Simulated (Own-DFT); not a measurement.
Simulation results for Hf36O71 (tetragonal hafnia with one neutral oxygen vacancy, atoms displaced)

Computed with Own-DFT development build. A calculation, not a measurement: plane-wave PBE and HSE06 DFT by an unreviewed code, no spin, of a simulated cell at Gamma alone, so results move with cell size and shape, stress positive in tension, energies less offsets, not probed for a lower state with spin; hafnium file: forces about 75 meV/angstrom off all-electron values; oxygen file: force components 24 meV/angstrom off all-electron in a glass; k mesh not checked against a denser one; forces and stress are PBE's, HSE06 gives the energy alone, and its difference from PBE has offsets of its own; offsets are fitted by least squares, one for each functional and potential file, so energies compare only between cells with the same atoms and settings and are not formation energies; the far tail of each file's local potential was reset to the Coulomb form; each entry is a single point on an unrelaxed cell, so the pressure reflects the starting lattice, taken from the Materials Project, from which strain is counted, and rises with the displacements; printed positions are rounded, which can move forces by about a meV/angstrom; the program is a retired in-house code; no spin-orbit coupling.

Settings shared by all entries: first functional PBE; second functional HSE06; exact exchange share 0.25; screening 0.11 1/bohr; exchange divergence Gygi-Baldereschi; potential files PseudoDojo norm-conserving, scalar-relativistic, made for PBE, standard set; wave cutoff 48 hartree; occupations fixed; k mesh 1 x 1 x 1 centred on Gamma.

(1) 
```cif
# cell vector a (Å): 10.7800 0.0000 0.0000
# cell vector b (Å): 0.0000 10.7800 0.0000
# cell vector c (Å): 0.0000 0.0000 10.4493
data_Hf36O71
_symmetry_space_group_name_H-M 'P 1'
_symmetry_Int_Tables_number 1
_cell_length_a 10.7800
_cell_length_b 10.7800
_cell_length_c 10.4493
_cell_angle_alpha 90.000
_cell_angle_beta 90.000
_cell_angle_gamma 90.000
_cell_volume 1214.30
loop_
_atom_site_label
_atom_site_type_symbol
_atom_site_fract_x
_atom_site_fract_y
_atom_site_fract_z
_atom_site_occupancy
Hf1 Hf 0.00186 0.00250 0.00038 1
Hf2 Hf 0.16910 0.16321 0.24938 1
O1 O 0.99759 0.16039 0.15765 1
O2 O 0.16994 0.00138 0.34955 1
O3 O 0.01016 0.16673 0.40056 1
O4 O 0.15760 0.99596 0.10118 1
Hf3 Hf 0.01114 0.99947 0.49620 1
Hf4 Hf 0.16122 0.16959 0.74995 1
O5 O 0.00173 0.16145 0.65213 1
O6 O 0.16799 0.99513 0.84644 1
O7 O 0.00043 0.16248 0.89971 1
O8 O 0.16576 0.00231 0.59832 1
Hf5 Hf 0.99442 0.33434 0.00101 1
Hf6 Hf 0.16580 0.49802 0.25287 1
O9 O 0.00147 0.49854 0.15202 1
O10 O 0.16530 0.32940 0.35574 1
O11 O 0.00494 0.49408 0.39180 1
O12 O 0.17178 0.33101 0.10162 1
Hf7 Hf 0.00025 0.33117 0.50425 1
Hf8 Hf 0.16887 0.50149 0.74718 1
O13 O 0.00405 0.50300 0.65471 1
O14 O 0.16451 0.32697 0.84689 1
O15 O 0.00184 0.50423 0.90527 1
O16 O 0.16427 0.33391 0.60201 1
Hf9 Hf 0.99562 0.65840 0.99812 1
Hf10 Hf 0.16537 0.83831 0.25279 1
O17 O 0.99917 0.82752 0.16496 1
O18 O 0.16604 0.67090 0.33289 1
O19 O 0.99810 0.83170 0.41113 1
O20 O 0.17266 0.67270 0.09127 1
Hf11 Hf 0.00502 0.66758 0.49314 1
Hf12 Hf 0.16891 0.84119 0.74251 1
O21 O 0.00054 0.83327 0.65469 1
O22 O 0.16300 0.66804 0.84744 1
O23 O 0.99544 0.83098 0.90282 1
O24 O 0.17686 0.66351 0.59463 1
Hf13 Hf 0.32878 0.00306 0.99816 1
Hf14 Hf 0.49366 0.16827 0.25342 1
O25 O 0.33416 0.16721 0.15187 1
O26 O 0.50318 0.00008 0.34402 1
O27 O 0.32864 0.17044 0.40073 1
O28 O 0.49836 0.99602 0.10346 1
Hf15 Hf 0.33436 0.99859 0.49375 1
Hf16 Hf 0.48974 0.15982 0.74636 1
O29 O 0.32354 0.16648 0.64832 1
O30 O 0.50360 0.00055 0.84593 1
O31 O 0.32952 0.16585 0.90236 1
O32 O 0.50135 0.00434 0.59587 1
Hf17 Hf 0.32776 0.33574 0.00596 1
Hf18 Hf 0.49166 0.50323 0.25161 1
O33 O 0.33827 0.49852 0.14651 1
O34 O 0.49333 0.32757 0.35076 1
O35 O 0.33442 0.49070 0.40581 1
O36 O 0.50039 0.34077 0.09548 1
Hf19 Hf 0.33021 0.32955 0.50530 1
Hf20 Hf 0.50814 0.50116 0.73906 1
O37 O 0.33455 0.49891 0.66085 1
O38 O 0.50613 0.33210 0.84339 1
O39 O 0.33829 0.50633 0.90458 1
O40 O 0.50237 0.33878 0.59542 1
Hf21 Hf 0.33801 0.66761 0.99934 1
Hf22 Hf 0.49874 0.83408 0.24833 1
O41 O 0.49940 0.66763 0.34329 1
O42 O 0.33413 0.83222 0.40675 1
O43 O 0.49580 0.66526 0.09766 1
Hf23 Hf 0.32070 0.66194 0.50188 1
Hf24 Hf 0.49793 0.83321 0.74325 1
O44 O 0.33549 0.83293 0.64331 1
O45 O 0.50202 0.67346 0.84939 1
O46 O 0.33380 0.83072 0.90250 1
O47 O 0.50627 0.66672 0.60080 1
Hf25 Hf 0.67316 0.00389 0.99934 1
Hf26 Hf 0.84060 0.16670 0.24550 1
O48 O 0.66757 0.16545 0.14721 1
O49 O 0.82135 0.99414 0.35535 1
O50 O 0.65967 0.16113 0.40418 1
O51 O 0.82413 0.99830 0.09974 1
Hf27 Hf 0.66014 0.00139 0.49830 1
Hf28 Hf 0.83432 0.16257 0.74549 1
O52 O 0.66138 0.17446 0.65155 1
O53 O 0.83194 0.00546 0.84913 1
O54 O 0.66247 0.17235 0.90103 1
O55 O 0.82945 0.00157 0.58596 1
Hf29 Hf 0.66072 0.33849 0.00644 1
Hf30 Hf 0.82931 0.50488 0.23760 1
O56 O 0.65704 0.49737 0.15665 1
O57 O 0.83057 0.32955 0.35003 1
O58 O 0.67033 0.50593 0.40356 1
O59 O 0.84220 0.32626 0.08875 1
Hf31 Hf 0.66608 0.33263 0.49353 1
Hf32 Hf 0.81923 0.50274 0.74203 1
O60 O 0.66411 0.50015 0.64716 1
O61 O 0.84139 0.33597 0.84187 1
O62 O 0.66712 0.50354 0.90629 1
O63 O 0.83476 0.33286 0.60178 1
Hf33 Hf 0.66884 0.66266 0.99787 1
Hf34 Hf 0.82979 0.82536 0.25634 1
O64 O 0.65955 0.82426 0.15104 1
O65 O 0.83509 0.66174 0.35429 1
O66 O 0.66323 0.83729 0.40236 1
O67 O 0.83139 0.66619 0.09263 1
Hf35 Hf 0.66147 0.66772 0.49844 1
Hf36 Hf 0.84123 0.83409 0.74630 1
O68 O 0.67199 0.83222 0.65202 1
O69 O 0.83601 0.66320 0.84439 1
O70 O 0.66271 0.83992 0.89263 1
O71 O 0.83496 0.67020 0.59704 1
_calc_PBE_energy_of_cell_above_offsets '-96.579'  # eV
_calc_HSE06_less_PBE_above_offsets '0.104'  # eV
_calc_PBE_pressure 2.4  # GPa
_calc_PBE_stress_xx -3.92  # GPa
_calc_PBE_stress_yy -0.35  # GPa
_calc_PBE_stress_zz -2.93  # GPa
_calc_PBE_stress_yz -0.51  # GPa
_calc_PBE_stress_xz 0.66  # GPa
_calc_PBE_stress_xy 0.15  # GPa
```

Force:
```csv
element,x (eV/Å),y (eV/Å),z (eV/Å)
Hf,-1.885,-1.401,-0.642
Hf,-0.156,1.334,0.631
O,1.597,0.09,-1.293
O,-0.15,-0.359,0.466
O,-0.679,-0.442,0.195
O,1.56,0.21,0.044
Hf,-2.849,0.863,0.508
Hf,0.414,-0.383,0.523
O,-0.412,0.158,-0.636
O,-0.172,0.944,0.395
O,0.27,0.491,0.681
O,1.017,-0.804,-0.073
Hf,2.351,0.386,-2.599
Hf,0.193,-0.77,-0.527
O,-0.275,0.126,-0.437
O,0.319,0.435,-1.063
O,0.141,0.95,1.133
O,-1.913,0.019,0.559
Hf,-0.221,0.53,-0.6
Hf,-0.653,0.016,2.067
O,-0.823,0.178,-0.733
O,0.194,1.714,0.498
O,0.236,-2.021,-0.048
O,0.011,0.043,0.038
Hf,2.29,2.148,-0.415
Hf,1.069,-0.367,-2.113
O,-0.811,0.209,-0.19
O,0.191,-1.214,2.174
O,0.446,0.34,-0.649
O,-0.881,-0.111,0.527
Hf,-1.784,-1.822,1.104
Hf,0.203,-1.644,1.811
O,1.494,0.022,-1
O,0.049,0.277,-1.528
O,-0.197,0.794,0.562
O,-3.854,0.14,0.967
Hf,1.405,-1.391,0.467
Hf,1.965,-0.978,-0.713
O,-0.568,-0.094,-0.366
O,-1.121,0.119,0.81
O,0.273,-1.276,-0.175
O,-0.492,-0.157,-1.104
Hf,0.412,0.285,0.53
Hf,1.876,1.235,0.924
O,0.928,0.035,-0.063
O,-1.111,0.015,-0.317
O,0.142,0.44,-0.007
O,-1.833,-0.079,0.359
Hf,1.628,0.711,-1.912
Hf,0.205,-0.406,0.333
O,-1.681,-0.257,1.087
O,0.633,1.333,-0.318
O,-0.537,1.755,-0.364
O,-0.974,-0.703,0.611
Hf,0.49,-0.172,-0.029
Hf,-2.494,-0.418,2.773
O,0.21,0.174,-1.357
O,-0.344,0.524,-0.26
O,-0.573,-1.73,-0.135
O,-0.904,0.15,-0.275
Hf,-0.826,0.05,-0.616
Hf,-0.423,0.436,-0.765
O,-0.063,-0.348,0.634
O,-0.437,-0.35,-0.639
O,0.953,0.153,0.382
Hf,5.041,0.371,-1.901
Hf,1.967,-0.113,1.586
O,-0.737,0.225,0.333
O,0.286,-1.046,-0.806
O,-0.099,1.436,0.08
O,-1.871,-0.227,-0.348
Hf,-2.318,0.058,-1.151
Hf,-3.014,-1.275,1.658
O,-0.219,0.894,0.981
O,1.425,0.713,-2.146
O,-0.031,1.8,-0.508
O,2.726,-0.194,0.475
Hf,1.933,-0.264,-0.058
Hf,-1.682,1.029,0.137
O,0.423,-0.361,0.177
O,0.235,-0.766,-0.362
O,0.614,-0.273,0.584
O,1.496,0.304,1.522
Hf,-0.112,-2.217,-1.903
Hf,0.213,-0.703,2.352
O,1.848,0.068,-0.635
O,-0.045,0.538,-1.027
O,-0.3,-1.212,-0.411
O,-2.733,0.621,1.908
Hf,0.334,-1.063,0.327
Hf,3.284,-0.675,0.971
O,0.779,0.057,-0.919
O,0.053,0.066,0.186
O,0.279,-0.989,-1.092
O,-0.269,0.29,-1.01
Hf,-2.068,3.367,-0.675
Hf,-0.883,1.953,-0.375
O,1.558,-0.224,0.304
O,0.402,-0.014,-1.162
O,-0.182,-1.704,-0.251
O,-0.065,-0.883,1.43
Hf,1.067,1.382,-0.05
Hf,-2.165,-0.004,1.045
O,-0.873,0.06,-0.244
O,-0.461,0.401,0.185
O,0.833,-1.061,1.419
O,0.264,-0.505,-0.452
```

(2) 
```cif
# cell vector a (Å): 10.7800 0.0000 0.0000
# cell vector b (Å): 0.0000 10.7800 0.0000
# cell vector c (Å): 0.0000 0.0000 10.4493
data_Hf36O71
_symmetry_space_group_name_H-M 'P 1'
_symmetry_Int_Tables_number 1
_cell_length_a 10.7800
_cell_length_b 10.7800
_cell_length_c 10.4493
_cell_angle_alpha 90.000
_cell_angle_beta 90.000
_cell_angle_gamma 90.000
_cell_volume 1214.30
loop_
_atom_site_label
_atom_site_type_symbol
_atom_site_fract_x
_atom_site_fract_y
_atom_site_fract_z
_atom_site_occupancy
Hf1 Hf 0.00801 0.99869 0.99410 1
Hf2 Hf 0.16632 0.16407 0.24636 1
O1 O 0.00042 0.16487 0.15700 1
O2 O 0.16517 0.00545 0.35065 1
O3 O 0.99920 0.17276 0.40190 1
O4 O 0.16558 0.99969 0.09136 1
Hf3 Hf 0.99927 0.99364 0.49494 1
Hf4 Hf 0.17008 0.17744 0.74753 1
O5 O 0.00006 0.16406 0.65165 1
O6 O 0.16276 0.00067 0.84411 1
O7 O 0.00566 0.16698 0.90443 1
O8 O 0.16832 0.00619 0.59714 1
Hf5 Hf 0.00356 0.33769 0.00278 1
Hf6 Hf 0.16464 0.50042 0.24669 1
O9 O 0.99586 0.49951 0.15349 1
O10 O 0.16721 0.33354 0.34334 1
O11 O 0.99411 0.50543 0.41023 1
O12 O 0.16033 0.33981 0.09224 1
Hf7 Hf 0.00364 0.33482 0.50472 1
Hf8 Hf 0.17553 0.49717 0.75962 1
O13 O 0.00362 0.49396 0.65383 1
O14 O 0.16558 0.33234 0.84962 1
O15 O 0.00089 0.50681 0.89301 1
O16 O 0.16952 0.34083 0.59988 1
Hf9 Hf 0.00389 0.66759 0.00030 1
Hf10 Hf 0.16115 0.83888 0.23756 1
O17 O 0.00238 0.82562 0.16061 1
O18 O 0.17067 0.65710 0.33752 1
O19 O 0.00603 0.83388 0.39739 1
O20 O 0.16780 0.66708 0.09788 1
Hf11 Hf 0.00427 0.66755 0.50001 1
Hf12 Hf 0.16507 0.83180 0.75168 1
O21 O 0.00282 0.83942 0.64081 1
O22 O 0.16761 0.66735 0.84817 1
O23 O 0.00234 0.83071 0.90266 1
O24 O 0.16244 0.66274 0.60094 1
Hf13 Hf 0.34238 0.99936 0.00527 1
Hf14 Hf 0.49380 0.16643 0.25925 1
O25 O 0.33518 0.16809 0.15017 1
O26 O 0.48888 0.01209 0.34053 1
O27 O 0.33452 0.17112 0.40485 1
O28 O 0.50101 0.00072 0.09121 1
Hf15 Hf 0.33427 0.99509 0.50008 1
Hf16 Hf 0.49589 0.17236 0.75184 1
O29 O 0.33181 0.15875 0.64544 1
O30 O 0.49571 0.00481 0.85366 1
O31 O 0.33117 0.16908 0.89660 1
O32 O 0.49871 0.00322 0.60088 1
Hf17 Hf 0.33924 0.33339 0.00522 1
Hf18 Hf 0.49707 0.49470 0.24770 1
O33 O 0.34022 0.50320 0.15352 1
O34 O 0.49754 0.33050 0.34460 1
O35 O 0.33555 0.49658 0.40151 1
O36 O 0.50093 0.33185 0.10547 1
Hf19 Hf 0.33149 0.33524 0.49754 1
Hf20 Hf 0.50867 0.49855 0.74683 1
O37 O 0.33532 0.49802 0.64015 1
O38 O 0.49791 0.33826 0.84769 1
O39 O 0.33520 0.49828 0.90779 1
Hf21 Hf 0.33649 0.65798 0.99671 1
Hf22 Hf 0.50156 0.84019 0.25682 1
O40 O 0.32850 0.83918 0.15229 1
O41 O 0.49750 0.66285 0.34740 1
O42 O 0.32810 0.83056 0.39563 1
O43 O 0.49578 0.65822 0.09185 1
Hf23 Hf 0.33763 0.66466 0.50223 1
Hf24 Hf 0.49987 0.83021 0.73840 1
O44 O 0.33496 0.83578 0.64865 1
O45 O 0.50144 0.67021 0.85233 1
O46 O 0.33010 0.83160 0.90865 1
O47 O 0.50670 0.66315 0.60055 1
Hf25 Hf 0.66881 0.00233 0.00532 1
Hf26 Hf 0.83570 0.16723 0.24850 1
O48 O 0.66391 0.15679 0.15198 1
O49 O 0.83171 0.00477 0.35334 1
O50 O 0.66556 0.17548 0.40423 1
O51 O 0.82940 0.99504 0.10168 1
Hf27 Hf 0.67244 0.99953 0.50398 1
Hf28 Hf 0.83367 0.16508 0.75340 1
O52 O 0.67120 0.16361 0.64534 1
O53 O 0.82961 0.00149 0.85445 1
O54 O 0.65775 0.17094 0.90025 1
O55 O 0.83478 0.99392 0.59426 1
Hf29 Hf 0.66441 0.33176 0.00057 1
Hf30 Hf 0.82981 0.50564 0.24167 1
O56 O 0.66637 0.49099 0.14634 1
O57 O 0.83088 0.33252 0.35446 1
O58 O 0.66424 0.49884 0.40583 1
O59 O 0.84336 0.33508 0.09850 1
Hf31 Hf 0.66972 0.33111 0.50737 1
Hf32 Hf 0.83161 0.49904 0.74704 1
O60 O 0.66611 0.49098 0.65745 1
O61 O 0.82981 0.33838 0.85032 1
O62 O 0.67760 0.49481 0.90241 1
O63 O 0.83267 0.33838 0.60003 1
Hf33 Hf 0.66653 0.66478 0.00389 1
Hf34 Hf 0.84567 0.82893 0.25462 1
O64 O 0.67207 0.83427 0.15705 1
O65 O 0.83469 0.66995 0.34563 1
O66 O 0.67691 0.83527 0.40095 1
O67 O 0.83574 0.66301 0.09617 1
Hf35 Hf 0.66125 0.67001 0.49903 1
Hf36 Hf 0.83319 0.83211 0.74828 1
O68 O 0.65558 0.82922 0.65803 1
O69 O 0.83112 0.66960 0.85332 1
O70 O 0.66992 0.82482 0.89651 1
O71 O 0.84220 0.66363 0.59996 1
_calc_PBE_energy_of_cell_above_offsets '-96.782'  # eV
_calc_HSE06_less_PBE_above_offsets '0.061'  # eV
_calc_PBE_pressure 1.99  # GPa
_calc_PBE_stress_xx -3.13  # GPa
_calc_PBE_stress_yy -0.76  # GPa
_calc_PBE_stress_zz -2.09  # GPa
_calc_PBE_stress_yz -0.25  # GPa
_calc_PBE_stress_xz -0.57  # GPa
_calc_PBE_stress_xy -0.06  # GPa
```

Force:
```csv
element,x (eV/Å),y (eV/Å),z (eV/Å)
Hf,-1.436,1.209,-0.463
Hf,-0.316,0.706,1.267
O,0.393,-0.326,-0.831
O,0.044,-0.69,-1.018
O,0.181,-0.977,0.273
O,0.225,-0.1,1.183
Hf,1.246,2.046,0.646
Hf,-0.411,-2.466,-0.399
O,-0.487,0.514,0.489
O,-0.284,-0.041,-0.121
O,-0.536,0.225,0.174
O,-0.119,-0.743,-0.71
Hf,-1.431,0.086,-1.748
Hf,0.215,-0.585,0.116
O,0.855,0.378,-0.352
O,-0.06,0.073,0.073
O,0.387,-0.962,-0.87
O,2.458,-0.129,0.837
Hf,-1.148,0.449,-0.561
Hf,-1.667,0.579,-1.866
O,0.171,0.01,0.556
O,0.222,0.965,0.281
O,0.371,-0.685,1.471
O,0.208,-0.918,0.262
Hf,-0.515,-1.102,-0.655
Hf,3.061,-0.802,2.652
O,-0.923,0.19,-2.657
O,-0.242,2.047,1.115
O,-0.195,-0.504,-0.385
O,0.036,-0.247,-0.45
Hf,0.005,-0.644,0.137
Hf,0.418,1.023,-0.223
O,-0.295,-0.192,1.306
O,0.308,-0.335,0.036
O,-0.076,0.37,-0.438
O,1.586,0.503,-0.38
Hf,-0.839,-0.635,-2.271
Hf,1.23,2.688,-1.933
O,-0.824,-0.014,-0.271
O,0.482,-4.29,1.952
O,-0.196,-0.875,-0.473
O,0.528,-0.658,1.838
Hf,-1.106,1.228,0.364
Hf,0.096,-1.463,-0.348
O,0.609,1.278,0.892
O,0.067,-0.937,-1.105
O,0.185,0.554,0.665
O,0.799,-0.645,-0.858
Hf,-0.619,-0.918,-0.254
Hf,1.125,0.124,0.948
O,-2.046,-0.687,-0.597
O,-0.158,0.99,1.07
O,0.157,0.782,-0.224
O,-0.195,0.092,-0.994
Hf,0.826,-0.113,0.301
Hf,-1.456,0.499,0.591
O,0.809,0.321,1.752
O,-0.089,-0.085,0.198
O,-0.539,-0.944,-1.292
Hf,-0.321,2.469,0.473
Hf,-0.543,-0.909,-1.47
O,1.678,0.285,0.239
O,0.47,1.449,0.353
O,0.788,0.024,0.932
O,1.289,0.526,1.089
Hf,-1.298,-0.664,-0.957
Hf,-1.744,1.215,4.134
O,-0.712,-0.691,-0.427
O,-0.331,-1.062,-1.132
O,-0.19,0.105,-0.491
O,-1.295,0.19,0.045
Hf,0.152,-0.649,-1.047
Hf,-0.635,0.771,0.952
O,0.388,0.627,0.135
O,0.361,-0.753,-0.311
O,-0.37,-2.155,-0.08
O,2.026,0.119,-0.241
Hf,-0.336,1.891,-0.487
Hf,0.407,1.084,-0.045
O,-0.379,0.234,1.102
O,0.219,-0.216,-0.979
O,0.538,-0.411,0.032
O,-0.558,-0.305,1.087
Hf,1.376,0.243,0.246
Hf,0.155,-1.491,1.741
O,-0.189,0.57,0.543
O,0.072,0.629,-1.247
O,0.003,0.861,0.186
O,-1.913,-0.511,0.217
Hf,-0.103,0.356,-0.96
Hf,1.885,0.293,0.81
O,0.041,0.37,-0.991
O,0.482,-1.784,-0.385
O,-1.133,0.984,0.106
O,0.542,-0.258,0.4
Hf,0.066,0.569,-1.318
Hf,-2.622,1.683,-0.187
O,-1.246,-0.54,0.116
O,-0.225,-0.822,0.278
O,-1.499,-0.025,0.753
O,-0.131,0.099,0.625
Hf,1.97,-1.158,-1.059
Hf,-0.323,-0.524,0.999
O,3.767,0.243,-2.281
O,0.352,-0.163,-1.17
O,-0.062,1.428,1.022
O,-1.964,0.566,-0.056
```
